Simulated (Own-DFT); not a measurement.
# How strain changes the stress of fcc Cu, 16 atoms (Cu16)

These are calculations, not measurements. The program, named Own-DFT, is a retired in-house plane-wave density functional code that no person has reviewed. Each row is one single-point run on a periodic cell that was not relaxed, without spin or spin-orbit coupling.

Settings of every run: PBE; PseudoDojo norm-conserving scalar-relativistic files; cutoff 50 hartree; 7 x 7 x 5 k mesh centred on Gamma; cold (Marzari-Vanderbilt) smearing of 0.2 eV.

Known limits: forces on such cells failed a check on a denser k mesh; stress not checked against mesh or cutoff.

Unstrained cell vectors in Å: (3.615, 3.615, 0.000); (-3.615, 3.615, 0.000); (0.000, 0.000, 7.230). The unstrained cell has measured lattice constants (interpolated for alloys), not those of this functional. That, the random moves and any unrelaxed bonds set the pressure at no strain. Each run strains this cell uniformly, with the atoms carried along. Every atom was also moved at random, by a Gaussian of width 0.05 Å on each axis. Strain is the symmetric tensor, in per cent. Stress is positive in tension, and the pressure is minus a third of its trace.

```
run,e_xx (%),e_yy (%),e_zz (%),e_yz (%),e_xz (%),e_xy (%),s_xx (GPa),s_yy (GPa),s_zz (GPa),s_yz (GPa),s_xz (GPa),s_xy (GPa),P (GPa),E (meV/atom)
1,0.25,1.94,0.95,-1.80,-1.76,0.82,0.78,1.83,1.03,-2.72,-3.20,1.09,-1.21,14.9
2,-1.47,1.30,-1.60,-0.36,-0.08,1.85,-6.64,-3.94,-6.01,-0.67,-0.11,3.06,5.53,9.8
3,-1.08,-0.51,0.25,0.84,1.71,0.38,-6.53,-5.89,-4.92,1.61,3.06,1.05,5.78,26.4
4,1.47,-0.92,-1.64,0.51,0.50,1.83,-3.52,-5.72,-4.77,1.05,0.76,3.46,4.67,12.0
5,0.03,-1.36,1.63,-0.81,-1.70,0.61,-3.66,-4.21,-2.36,-1.50,-3.10,1.43,3.41,27.5
6,-1.14,-1.28,1.48,-0.14,0.51,-1.29,-5.21,-5.17,-3.30,-0.08,0.96,-2.16,4.56,15.8
7,0.18,0.69,-0.71,0.80,-1.67,1.39,-3.44,-2.24,-3.26,1.64,-3.06,2.39,2.98,15.5
8,0.34,-0.38,1.24,1.61,1.07,0.31,-1.02,-1.64,-0.68,2.93,1.86,0.75,1.11,8.9
9,-0.12,0.59,-0.18,-0.61,-1.99,-1.81,-3.41,-2.46,-3.11,-0.94,-3.70,-2.89,2.99,18.9
10,-0.35,-1.23,-1.59,0.35,-0.99,-0.36,-7.73,-8.59,-8.22,0.51,-2.19,-0.42,8.18,19.1
11,-1.85,1.34,-1.81,-0.67,0.97,-0.92,-7.74,-4.61,-6.63,-1.21,2.53,-1.56,6.33,8.7
12,-1.57,0.31,-1.80,-1.24,0.69,1.43,-8.58,-7.13,-8.09,-2.19,1.34,2.45,7.94,18.2
13,0.41,1.36,0.58,0.50,-0.66,-0.85,0.45,1.08,1.18,0.87,-1.17,-1.35,-0.90,0.0
14,-1.33,-1.71,-1.74,1.21,0.47,-0.53,-11.19,-11.53,-11.11,2.51,0.82,-0.76,11.28,31.9
15,-1.25,1.17,-1.52,1.98,-0.12,-0.44,?,?,?,?,?,?,?,?
```

E is the free energy for each atom above the lowest run shown.

## Worked fit

Each stress component was fitted by least squares to a constant and the strains of the runs shown, as fractions, with shears doubled. Shear strains stay in the fit of a normal stress only where such slopes are resolved. The slopes, in GPa:

| stress | at no strain | per e_xx | per e_yy | per e_zz | scatter |
|---|---|---|---|---|---|
| s_xx | -3.4 | 213 ± 13 | 139 ± 10 | 130 ± 9 | 0.43 |
| s_yy | -3.3 | 120 ± 13 | 224 ± 10 | 133 ± 9 | 0.42 |
| s_zz | -3.0 | 144 ± 15 | 144 ± 11 | 179 ± 11 | 0.49 |

Each shear stress against twice its own strain: yz 89 ± 4, xz 95 ± 3, xy 84 ± 2 GPa. These are stiffnesses along x, y and z of the frame in which the cell vectors are given, which need not be the crystal's axes. The atoms are held to the strained lattice; where symmetry lets them move under strain, relaxing them would lower some slopes. The table should be nearly symmetric about its diagonal, and what it lacks of that shows the noise. A ninth of its sum, 159 ± 5 GPa, estimates the bulk modulus near the mean pressure of these runs, 4.5 GPa, so it lies above the value at zero pressure.

## Withheld run

Question: what normal stresses and pressure should run 15 give?

The fit gives s_xx = -6.4, s_yy = -4.2, s_zz = -5.9 and P = 5.5 GPa. The calculation gave -6.28, -5.18, -6.38 and P = 5.94 GPa.
